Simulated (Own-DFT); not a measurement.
# Computed records: HfTi23O48 (rutile with substituted atoms, atoms displaced)

All values are calculated (Own-DFT development build). A calculation, not a measurement: plane-wave PBE density functional theory by an unreviewed code, no spin, of a simulated periodic cell, stress positive in tension, free energy of the whole cell less one offset for each atom, defect cell not probed for a lower state with spin; hafnium file: forces about 75 meV/angstrom off all-electron values; oxygen file: force components 24 meV/angstrom off all-electron in one glass; forces on such cells passed a denser k mesh, this cell's mesh not checked; offsets are fitted by least squares, one for each functional and potential file, so energies compare only between cells with the same atoms and settings and are not formation energies; the far tail of each file's local potential was reset to the Coulomb form; each entry is a single point on an unrelaxed cell, so the pressure reflects the starting lattice, mostly measured values (interpolated for alloys), from which strain is counted, and rises with the displacements; printed positions are rounded, which can move forces by about a meV/angstrom; the program, named Own-DFT, is a retired in-house code; no spin-orbit coupling; before rounding, a Quantum ESPRESSO 7.3.1 run of the same cell and cutoff gave forces within 1 meV/angstrom rms on each cell, which checks the program and not the settings.

Settings shared by all entries: functional PBE; potential files PseudoDojo norm-conserving, scalar-relativistic, standard set; wave cutoff 72 hartree; occupations Fermi-Dirac; smearing width 0.1 eV; k mesh 3 x 3 x 3 centred on Gamma.

(1) HfTi23O48 (rutile with substituted atoms, atoms displaced)

```
HfTi23O48
1.0
      9.1874     0.0000     0.0000
      0.0000     9.1874     0.0000
      0.0000     0.0000     8.8761
Ti O Ti O Hf Ti O Ti O Ti O Ti O Ti O Ti O Ti O Ti O Ti O Ti O
2 4 2 4 1 1 4 2 4 2 4 2 4 2 4 2 4 2 4 2 4 2 4 2 4
Direct
  0.00432 0.00152 0.99945
  0.24925 0.25103 0.16890
  0.15395 0.15485 0.00237
  0.35160 0.34212 0.00017
  0.40135 0.10292 0.16816
  0.09901 0.40527 0.16384
  0.00181 0.99924 0.33271
  0.24688 0.24822 0.50030
  0.15316 0.14814 0.33544
  0.34283 0.34545 0.33712
  0.39889 0.09805 0.50324
  0.09206 0.40053 0.50830
  0.99638 0.99947 0.66714
  0.25301 0.24478 0.83513
  0.14727 0.15186 0.66494
  0.35309 0.34616 0.66401
  0.40482 0.09704 0.83763
  0.09317 0.40010 0.83318
  0.00565 0.50057 0.00340
  0.25155 0.75298 0.16905
  0.15385 0.65311 0.99957
  0.34321 0.84462 0.00154
  0.40512 0.59725 0.16587
  0.09576 0.89974 0.17341
  0.00060 0.50352 0.33195
  0.25058 0.74637 0.49567
  0.15115 0.64951 0.33284
  0.34758 0.84681 0.33820
  0.40336 0.59522 0.50646
  0.09865 0.90483 0.50139
  0.99743 0.50138 0.66814
  0.25144 0.75070 0.82421
  0.14578 0.65504 0.66954
  0.34609 0.85193 0.66134
  0.40056 0.60455 0.83345
  0.09659 0.89894 0.83297
  0.49595 0.00230 0.00057
  0.74768 0.24943 0.16796
  0.65400 0.15485 0.00121
  0.84654 0.35050 0.00132
  0.91198 0.09329 0.17262
  0.60050 0.39942 0.16360
  0.50192 0.00025 0.33199
  0.75482 0.25155 0.49736
  0.65054 0.15987 0.33445
  0.85009 0.34294 0.32835
  0.90155 0.09056 0.50574
  0.59992 0.39798 0.50157
  0.49418 0.00282 0.66186
  0.74513 0.24599 0.83421
  0.65568 0.15284 0.65883
  0.85142 0.34928 0.66730
  0.90713 0.09692 0.82936
  0.59650 0.40557 0.83652
  0.49276 0.50123 0.00506
  0.74767 0.74396 0.16420
  0.64834 0.65073 0.99945
  0.83779 0.84407 0.00127
  0.90275 0.59984 0.16491
  0.59096 0.89909 0.16763
  0.50291 0.49499 0.33507
  0.75125 0.74375 0.50202
  0.65427 0.65556 0.33270
  0.84603 0.84228 0.33639
  0.90240 0.59830 0.50184
  0.59410 0.89776 0.49381
  0.50219 0.49931 0.66902
  0.75321 0.74439 0.83746
  0.65066 0.65461 0.66258
  0.84245 0.84373 0.66723
  0.90074 0.60148 0.83280
  0.58989 0.90136 0.83512
```

* free energy of cell above offsets: -19.429 eV
* pressure: 8.36 GPa
* stress xx: -8.08 GPa
* stress yy: -7.86 GPa
* stress zz: -9.13 GPa
* stress yz: 0.3 GPa
* stress xz: -0.07 GPa
* stress xy: 0.14 GPa

Force:
```csv
element,x (eV/Å),y (eV/Å),z (eV/Å)
Ti,-0.35,-0.347,0.315
Ti,0.197,-0.231,0.328
O,-0.446,-0.63,-0.18
O,-0.273,0.314,-0.049
O,-0.023,-0.206,0.034
O,0.193,-0.281,0.603
Ti,-0.59,-0.824,0.714
Ti,-0.364,0.238,0.7
O,0.21,0.558,-0.298
O,0.635,0.768,-0.369
O,0.133,0.018,-0.412
O,0.472,-0.002,-1.083
Hf,0.611,-1.926,-0.374
Ti,-0.437,0.842,-0.969
O,2.553,2.078,0.556
O,-0.556,-0.36,0.537
O,-0.773,0.62,-0.57
O,0.63,-0.103,0.287
Ti,-0.19,0.022,-1.183
Ti,-0.186,0.17,-1.407
O,-0.214,-0.257,0.28
O,0.38,0.771,0.307
O,-0.293,-0.056,0.81
O,0.555,-0.445,-0.926
Ti,-0.327,-0.27,0.68
Ti,-0.442,0.448,0.552
O,0.162,-0.078,0.128
O,-0.153,-0.064,-0.357
O,-0.212,0.097,-0.944
O,1.892,-2.092,-2.331
Ti,0.03,-0.517,0.365
Ti,-0.251,-0.092,0.964
O,0.622,0.184,-0.397
O,-0.183,-0.267,0.144
O,0.381,-0.764,-0.012
O,1.156,-0.897,2.835
Ti,0.61,-1.288,-0.332
Ti,0.741,0.213,-0.56
O,-0.295,-0.667,-0.163
O,-0.046,-0.398,-0.152
O,-1.151,0.791,-1.112
O,-0.648,0.528,0.62
Ti,0.524,-0.323,0.223
Ti,0.554,-0.246,0.682
O,-0.394,-0.873,-0.13
O,0.557,0.673,0.236
O,-2.343,2.545,-3.787
O,-0.297,0.681,-0.52
Ti,1.205,-0.847,0.322
Ti,0.483,0.801,-0.176
O,-0.378,-0.241,0.788
O,-0.743,-0.417,0.085
O,-2.234,2.065,4.199
O,0.274,-0.483,-0.17
Ti,0.503,0.125,-1.034
Ti,0.068,0.657,0.747
O,-0.136,-0.306,0.193
O,1.094,1.081,-0.012
O,0.16,-0.374,0.454
O,0.01,0.444,0.136
Ti,0.28,0.286,0.451
Ti,0.027,0.936,-0.182
O,-1.229,-1.532,-0.05
O,0.343,0.519,-0.505
O,0.128,-0.357,-0.686
O,-0.376,0.886,0.363
Ti,0.13,0.066,0.432
Ti,-0.587,0.465,-0.784
O,-0.567,-0.834,0.545
O,-1.052,-0.985,0.215
O,0.11,-0.266,0.378
O,0.127,0.254,0.009
```

(2) HfTi23O48 (rutile with substituted atoms, atoms displaced)

```
HfTi23O48
1.0
      9.1874     0.0000     0.0000
      0.0000     9.1874     0.0000
      0.0000     0.0000     8.8761
Ti O Ti O Ti O Ti O Ti O Ti Hf O Ti O Ti O Ti O Ti O Ti O Ti O
2 4 2 4 2 4 2 4 2 4 1 1 4 2 4 2 4 2 4 2 4 2 4 2 4
Direct
  0.00051 0.99970 0.00260
  0.25361 0.24772 0.17247
  0.15814 0.15099 0.99971
  0.34991 0.35336 0.99912
  0.39822 0.09493 0.16913
  0.09577 0.40114 0.17090
  0.00065 0.00220 0.33022
  0.25245 0.24656 0.49647
  0.15298 0.14935 0.33178
  0.34781 0.34769 0.33487
  0.39703 0.09909 0.49832
  0.09589 0.40266 0.50328
  0.00404 0.99967 0.66997
  0.24839 0.25265 0.83645
  0.15501 0.15214 0.66450
  0.34616 0.34966 0.66614
  0.40355 0.09922 0.83420
  0.09621 0.41144 0.83105
  0.00283 0.49800 0.00347
  0.24959 0.75170 0.17006
  0.15461 0.65277 0.00081
  0.35102 0.84251 0.00188
  0.40521 0.59525 0.16879
  0.09689 0.90539 0.16777
  0.00332 0.49827 0.33085
  0.25243 0.75478 0.49754
  0.15442 0.65000 0.33329
  0.34437 0.84487 0.33293
  0.40593 0.59708 0.49526
  0.09944 0.90312 0.49829
  0.99627 0.49934 0.66681
  0.25667 0.75087 0.83168
  0.15053 0.65295 0.66925
  0.34761 0.84768 0.66533
  0.40268 0.60296 0.83500
  0.09198 0.90289 0.83305
  0.50467 0.00049 0.99570
  0.74976 0.24949 0.16840
  0.65201 0.14949 0.99420
  0.85053 0.35130 0.00247
  0.90443 0.10128 0.16633
  0.60112 0.40138 0.16443
  0.49774 0.99677 0.32966
  0.74873 0.25359 0.49756
  0.65478 0.15014 0.33785
  0.84793 0.34468 0.33850
  0.90044 0.09855 0.50108
  0.59392 0.40302 0.49514
  0.50531 0.00357 0.66212
  0.75580 0.25519 0.83223
  0.65548 0.15101 0.66591
  0.84989 0.34886 0.66458
  0.90181 0.09783 0.82261
  0.59782 0.39941 0.83312
  0.50063 0.50458 0.99766
  0.74805 0.75072 0.16876
  0.65206 0.64836 0.99769
  0.84524 0.85060 0.00500
  0.90201 0.59722 0.16451
  0.59840 0.90434 0.17723
  0.50235 0.50482 0.32829
  0.74836 0.75004 0.49496
  0.65826 0.65223 0.33215
  0.84963 0.84461 0.32990
  0.90386 0.60035 0.50288
  0.59704 0.90584 0.50019
  0.49937 0.50448 0.66410
  0.75270 0.75063 0.83383
  0.64859 0.65019 0.67316
  0.84654 0.84691 0.66392
  0.90068 0.59329 0.83162
  0.59578 0.90079 0.83556
```

- free energy of cell above offsets: -20.062 eV
- pressure: 7.84 GPa
- stress xx: -7.66 GPa
- stress yy: -7.39 GPa
- stress zz: -8.45 GPa
- stress yz: -0.08 GPa
- stress xz: 0.25 GPa
- stress xy: 0.28 GPa

Force:
```csv
element,x (eV/Å),y (eV/Å),z (eV/Å)
Ti,-0.062,0.151,-0.835
Ti,0.312,0.32,-0.814
O,-0.626,-0.067,0.103
O,-0.577,-0.543,0.242
O,0.263,0.097,-0.108
O,0.348,-0.355,-0.255
Ti,-0.518,0.16,1.705
Ti,-0.337,0.799,1.475
O,-0.014,0.27,-0.162
O,0.002,0.028,-0.49
O,0.703,-0.56,0.207
O,0.163,-0.217,-0.764
Ti,-0.373,0.325,-0.97
Ti,0.354,0.388,-0.69
O,-0.161,-0.079,0.398
O,0.089,0.041,0.063
O,0.054,-0.258,0.138
O,0.867,-1.304,0.635
Ti,0.12,0.731,-0.679
Ti,-0.372,-0.671,-1.067
O,-1.311,-1.098,2.243
O,1.463,1.855,2.786
O,-0.408,0.604,-0.173
O,0.262,-0.342,-0.385
Ti,-0.111,0.262,1.193
Ti,-1.055,-0.683,1.099
O,-0.103,0.046,-0.113
O,0.781,0.683,-0.067
O,-0.305,0.526,0.138
O,0.048,-0.095,-0.375
Ti,0.7,0.733,-0.488
Hf,-2.028,0.34,0.233
O,-0.749,-0.809,-2.437
O,1.667,1.714,-2.725
O,2.499,-2.721,-0.2
O,-0.708,0.9,0.646
Ti,-0.46,0.262,-0.371
Ti,-0.411,0.224,-0.032
O,0.416,0.197,0.715
O,-0.424,-0.813,-0.051
O,-0.088,-0.057,-0.205
O,0.011,-0.089,0.168
Ti,0.118,0.776,0.329
Ti,0.116,-0.488,0.427
O,-0.402,-0.038,-0.726
O,0.166,0.411,-0.87
O,0.382,-0.313,-0.447
O,0.399,-0.124,0.474
Ti,-0.195,0.502,0.431
Ti,-0.346,0.061,-0.167
O,-0.469,-0.097,0.216
O,-0.551,-0.312,0.23
O,-0.06,0.315,1.225
O,-0.063,0.227,-0.09
Ti,0.212,-0.787,-0.336
Ti,0.646,-0.272,-0.766
O,0.319,0.683,0.319
O,0.097,0.094,-0.285
O,-0.101,0.139,0.32
O,0.11,-0.352,-0.827
Ti,-0.054,-0.795,0.557
Ti,1.096,-0.059,1.294
O,-0.692,-0.37,0.088
O,-0.073,0.23,0.28
O,-0.643,0.294,-0.648
O,0.096,-0.529,-0.152
Ti,-0.01,-0.859,-0.117
Ti,0.471,-0.398,-0.571
O,0.361,0.485,-0.55
O,-0.272,-0.228,0.18
O,-0.628,0.936,0.678
O,0.047,-0.026,-0.226
```

(3) HfTi23O48 (rutile with substituted atoms, atoms displaced)

```
HfTi23O48
1.0
      9.1874     0.0000     0.0000
      0.0000     9.1874     0.0000
      0.0000     0.0000     8.8761
Hf Ti O Ti O Ti O Ti O Ti O Ti O Ti O Ti O Ti O Ti O Ti O Ti O
1 1 4 2 4 2 4 2 4 2 4 2 4 2 4 2 4 2 4 2 4 2 4 2 4
Direct
  0.00127 0.00173 0.99856
  0.25501 0.24633 0.16422
  0.15184 0.15330 0.99591
  0.34415 0.35298 0.00117
  0.40476 0.09912 0.16481
  0.09695 0.40254 0.16781
  0.00173 0.00101 0.33653
  0.25130 0.25773 0.50115
  0.15693 0.14419 0.33446
  0.34717 0.33972 0.33660
  0.40387 0.10217 0.50259
  0.10228 0.40201 0.50562
  0.00217 0.99967 0.66338
  0.24992 0.25428 0.83798
  0.14654 0.15416 0.66688
  0.35196 0.34690 0.66635
  0.39814 0.09915 0.83665
  0.09711 0.40631 0.83702
  0.00477 0.49752 0.00194
  0.24657 0.75149 0.17231
  0.15700 0.65755 0.99721
  0.35097 0.85069 0.00249
  0.39818 0.59791 0.16544
  0.09252 0.89984 0.16827
  0.99714 0.49819 0.33189
  0.24712 0.75081 0.49951
  0.15161 0.65028 0.33123
  0.34594 0.85503 0.33850
  0.40331 0.59414 0.49976
  0.09281 0.90202 0.49851
  0.99788 0.50223 0.66490
  0.24882 0.75318 0.83091
  0.15205 0.65748 0.66636
  0.34349 0.84530 0.66675
  0.40522 0.59870 0.83087
  0.10092 0.90008 0.83744
  0.49975 0.99947 0.00187
  0.74499 0.24960 0.16489
  0.65188 0.15243 0.99562
  0.84559 0.35162 0.99789
  0.90455 0.09576 0.16247
  0.59590 0.40278 0.16477
  0.50874 0.00039 0.33621
  0.75162 0.24952 0.49677
  0.64679 0.15067 0.33416
  0.84736 0.35090 0.33714
  0.90397 0.10117 0.50141
  0.59468 0.39366 0.50527
  0.50364 0.99953 0.66869
  0.74609 0.25663 0.83336
  0.65581 0.15110 0.66330
  0.84475 0.35225 0.66921
  0.90303 0.10234 0.83391
  0.59439 0.40940 0.83287
  0.50201 0.49830 0.00490
  0.75153 0.75507 0.16291
  0.64943 0.65016 0.00629
  0.84241 0.84612 0.00365
  0.89739 0.59452 0.17194
  0.60307 0.90181 0.15912
  0.50139 0.49857 0.33518
  0.75035 0.74858 0.50121
  0.65852 0.65427 0.33004
  0.84387 0.84985 0.33350
  0.89967 0.60125 0.50004
  0.59756 0.90083 0.50261
  0.50475 0.49962 0.66804
  0.74773 0.74970 0.82665
  0.65262 0.65394 0.66561
  0.85183 0.84668 0.66387
  0.90158 0.60186 0.83862
  0.59866 0.90132 0.83857
```

- free energy of cell above offsets: -19.813 eV
- pressure: 7.66 GPa
- stress xx: -7.42 GPa
- stress yy: -7.26 GPa
- stress zz: -8.29 GPa
- stress yz: 0.3 GPa
- stress xz: 0.63 GPa
- stress xy: -0.06 GPa

Force:
```csv
element,x (eV/Å),y (eV/Å),z (eV/Å)
Hf,-0.679,-0.859,-0.392
Ti,-0.236,-0.405,0.861
O,1.908,1.872,0.563
O,-0.013,-0.395,0.122
O,-0.097,0.229,0.318
O,0.162,-0.252,0.185
Ti,-0.185,0.106,-0.725
Ti,0.05,-1.138,0.604
O,-0.166,0.51,-0.351
O,0.623,1.012,-0.893
O,0.633,-0.839,0.046
O,-0.861,0.714,-0.165
Ti,0.154,0.829,0.767
Ti,0.197,-0.45,-1.326
O,0.424,0.06,0.233
O,-0.404,-0.069,0.373
O,0.447,-0.123,-0.477
O,0.073,-0.098,-0.429
Ti,-0.245,0.918,-0.088
Ti,0.358,0.327,-1.026
O,-0.747,-0.769,0.682
O,-0.205,-0.066,0.117
O,0.455,-0.426,0.751
O,1.486,-1.36,2.112
Ti,-0.017,0.478,-0.496
Ti,0.549,-0.057,0.22
O,0.058,0.085,0.441
O,-0.067,-0.472,-0.282
O,-0.11,0.281,-0.533
O,0.44,-0.451,0.168
Ti,-0.052,0.211,0.526
Ti,0.617,-0.298,0.79
O,-0.636,-0.759,-0.221
O,0.897,0.783,-0.592
O,-0.198,0.037,0.054
O,0.763,-0.857,-2.789
Ti,-0.712,-0.585,-0.264
Ti,0.847,-0.435,-0.682
O,0.306,0.636,0.64
O,-0.247,-0.333,0.535
O,-2.388,2.472,3.167
O,0.442,-0.74,0.659
Ti,-1.24,-0.528,0.211
Ti,0.054,0.027,1.038
O,1.012,0.741,-0.366
O,-0.402,-0.589,-0.473
O,-0.251,0.004,-0.128
O,0.184,0.498,-0.906
Ti,-0.748,0.64,-0.064
Ti,0.679,-0.678,-0.425
O,-0.288,-0.174,0.424
O,0.182,0.183,-0.374
O,-1.342,0.924,-2.292
O,0.922,-1.164,0.286
Ti,-0.476,1.791,-0.889
Ti,0.061,-0.528,0.239
O,0.034,-0.088,-0.732
O,-0.434,-0.734,-1.034
O,0.844,-0.274,-0.106
O,-0.814,0.753,1
Ti,-0.141,0.938,0.383
Ti,0.252,0.227,-1.487
O,-1.336,-1.087,0.801
O,0.358,0.378,0.437
O,0.663,-0.662,0.211
O,-0.184,0.197,-0.044
Ti,-1.25,0.307,0.338
Ti,0.428,-0.098,1.423
O,-0.052,-0.133,0.047
O,-0.453,-0.073,0.47
O,0.133,-0.219,-0.416
O,-0.017,0.098,-0.776
```

(4) HfTi23O48 (rutile with substituted atoms, atoms displaced)

```
HfTi23O48
1.0
      9.1874     0.0000     0.0000
      0.0000     9.1874     0.0000
      0.0000     0.0000     8.8761
Ti O Ti O Ti Hf O Ti O Ti O Ti O Ti O Ti O Ti O Ti O Ti O Ti O
2 4 2 4 1 1 4 2 4 2 4 2 4 2 4 2 4 2 4 2 4 2 4 2 4
Direct
  0.00110 0.00226 0.00508
  0.25516 0.25619 0.16461
  0.14824 0.14802 0.00309
  0.34495 0.34891 0.00169
  0.39769 0.09644 0.16601
  0.09866 0.39993 0.16789
  0.99844 0.99653 0.33389
  0.24439 0.24430 0.50012
  0.14888 0.15319 0.33162
  0.34864 0.34185 0.33523
  0.40536 0.10250 0.50348
  0.10027 0.39996 0.49667
  0.99784 0.99931 0.65870
  0.24599 0.25048 0.83595
  0.15225 0.14906 0.66707
  0.34720 0.34718 0.66424
  0.39697 0.09661 0.83310
  0.09701 0.40301 0.83404
  0.00136 0.50293 0.99651
  0.25164 0.75391 0.16668
  0.14998 0.64336 0.00669
  0.34634 0.84650 0.00059
  0.40858 0.59603 0.16980
  0.10249 0.89984 0.16676
  0.00674 0.49740 0.33652
  0.24993 0.74624 0.49746
  0.14842 0.65142 0.33374
  0.34821 0.84533 0.32799
  0.40221 0.59818 0.50239
  0.09966 0.90508 0.50443
  0.00155 0.50098 0.65824
  0.25060 0.75080 0.83193
  0.15199 0.65304 0.65781
  0.34676 0.84859 0.66466
  0.40328 0.59271 0.82611
  0.10243 0.90212 0.83729
  0.50016 0.00189 0.99841
  0.74872 0.24637 0.16605
  0.65333 0.15488 0.00148
  0.84519 0.34477 0.00252
  0.90684 0.10276 0.16754
  0.59636 0.39791 0.17281
  0.50673 0.99768 0.33118
  0.75189 0.24550 0.50360
  0.65369 0.15570 0.33505
  0.84000 0.34751 0.33108
  0.89893 0.10234 0.50150
  0.59969 0.40362 0.49826
  0.50582 0.99684 0.66530
  0.75374 0.25061 0.83747
  0.64827 0.15292 0.66440
  0.84790 0.35207 0.66535
  0.89822 0.09709 0.82664
  0.60139 0.40707 0.83800
  0.49991 0.50323 0.00247
  0.75572 0.74511 0.16344
  0.65199 0.65872 0.00338
  0.85455 0.84277 0.99938
  0.90700 0.60091 0.16543
  0.59778 0.89827 0.16469
  0.49621 0.49939 0.32879
  0.75495 0.74696 0.49501
  0.65513 0.65318 0.33610
  0.84147 0.84385 0.33011
  0.90750 0.59202 0.50571
  0.59782 0.90536 0.50273
  0.49672 0.49779 0.66520
  0.75742 0.75171 0.83380
  0.65661 0.65236 0.66788
  0.84756 0.84654 0.66493
  0.90123 0.59818 0.83341
  0.59503 0.90552 0.83591
```

- free energy of cell above offsets: -19.898 eV
- pressure: 7.91 GPa
- stress xx: -7.53 GPa
- stress yy: -7.7 GPa
- stress zz: -8.51 GPa
- stress yz: -0.34 GPa
- stress xz: -0.1 GPa
- stress xy: 0.59 GPa

Force:
```csv
element,x (eV/Å),y (eV/Å),z (eV/Å)
Ti,0.233,0.078,-1.23
Ti,-0.295,-0.575,1.374
O,-0.726,-0.596,1.634
O,1.528,1.461,1.799
O,0.553,-0.215,0.164
O,-0.26,0.171,0.198
Ti,0.618,0.71,-0.433
Ti,1.225,-0.744,-0.354
O,-0.363,-0.612,0.226
O,0.015,0.55,-0.203
O,-0.169,-0.58,-0.547
O,-0.259,0.189,0.252
Ti,0.135,0.14,1.74
Hf,0.4,-0.363,-0.987
O,-1.401,-1.035,-1.986
O,0.715,0.86,-1.428
O,1.964,-1.688,0.403
O,-1.734,1.71,-0.142
Ti,-0.177,-0.246,0.192
Ti,0.018,-0.196,-0.283
O,0.948,0.851,-0.556
O,-0.055,-0.473,-0.188
O,-0.909,0.714,-0.462
O,-0.872,0.438,0.428
Ti,-0.76,-0.688,-1.661
Ti,0.816,0.082,0.378
O,0.314,0.186,-0.016
O,0.107,0.098,0.453
O,-0.296,0.294,-0.426
O,-0.353,-0.103,-0.993
Ti,-0.101,-0.712,1.767
Ti,-0.153,0.48,-0.288
O,-0.056,-0.099,0.761
O,-0.244,-0.494,0.288
O,-0.71,0.77,1.209
O,-0.273,-0.176,-0.287
Ti,-0.267,0.28,-0.224
Ti,0.151,0.869,0.883
O,-0.627,-0.713,-0.347
O,0.471,0.414,-0.25
O,0.038,-1.004,0.379
O,-0.309,0.495,-0.789
Ti,-0.363,0.594,0.096
Ti,-1.042,1.654,-0.321
O,-0.696,-1.231,-0.22
O,1.085,0.613,0.212
O,0.984,-1.251,-0.435
O,-0.265,0.102,0.09
Ti,-0.73,0.765,0.147
Ti,-0.119,0.374,-0.522
O,0.361,0.195,0.496
O,0.05,-0.348,0.255
O,0.346,-0.23,0.578
O,-0.145,-0.289,0.165
Ti,0.816,-0.288,-0.988
Ti,-0.38,-0.414,-0.071
O,-0.501,-0.71,-0.418
O,-0.022,0.579,0.185
O,-0.267,-0.292,0.335
O,-0.169,0.662,0.239
Ti,0.968,-0.851,1.595
Ti,-1.263,-0.668,0.989
O,-0.228,-0.319,-0.091
O,1.48,1.373,0.493
O,-0.801,1.017,-1.039
O,0.467,-0.624,-0.668
Ti,1.02,-0.637,-0.574
Ti,-0.678,-0.455,-0.78
O,-0.059,0.218,-0.158
O,0.451,0.403,-0.013
O,0.194,-0.004,-0.099
O,0.627,-0.468,0.079
```
